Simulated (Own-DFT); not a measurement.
# Point defects and the pressure they add: wurtzite GaN

Source: density functional calculations with Own-DFT, an unreviewed in-house program that is no longer used. Nothing was measured or relaxed, and spin and spin-orbit coupling are left out.

Common settings: PBE; PseudoDojo norm-conserving scalar-relativistic files; cutoff 42 hartree; 4 x 4 x 3 k mesh centred on Gamma; Fermi-Dirac smearing of 0.1 eV.

Known weak points (not all hold for every row): not probed for a lower state with spin; forces not confirmed at this smearing and k mesh; stress not checked against mesh or cutoff.

All runs share one cell, with vectors in Å (9.567, 0.000, 0.000); (-4.784, 8.285, 0.000); (0.000, 0.000, 10.370) and a volume of 822.0 Å³. Atoms were moved at random from their sites; u is the rms move along one axis. The defect's site can differ from row to row.

```
               cell  formula   u (Å)  P (GPa)
          no defect  Ga36N36  0.0195     5.90
          no defect  Ga36N36  0.0206     5.94
          no defect  Ga36N36  0.0498     7.25
one Ga on an N site  Ga37N35  0.0294    11.87
one Ga on an N site  Ga37N35  0.0294    11.79
one Ga on an N site  Ga37N35  0.0471    12.90
 one N on a Ga site  Ga35N37  0.0267     5.31
 one N on a Ga site  Ga35N37  0.0308        ?
 one N on a Ga site  Ga35N37  0.0479     6.73
 one N on a Ga site  Ga35N37  0.0514     6.72
```

## What the rows give

P = P0 + c u² + a shift for each defect gives P0 = 5.58 GPa, c = 719 ± 50 GPa/Å² and a scatter of 0.12 GPa. The shifts, and each times the cell's volume:

- one Ga on an N site: 5.66 ± 0.10 GPa, 29.1 eV
- one N on a Ga site: -0.68 ± 0.11 GPa, -3.5 eV

A positive shift means that the defect pushes the cell outwards. Shift times volume (160.2 GPa Å³ is 1 eV) depends little on the cell's size, so, taken for each site, it can be compared between cells at like pressure. The atoms around the defects weren't relaxed, which would change these numbers.

## Check

Asked: what pressure belongs in the blank (one N on a Ga site, u = 0.0308 Å)?

Estimate: 5.58 ± 0.15 GPa. The run itself gave 5.52 GPa.
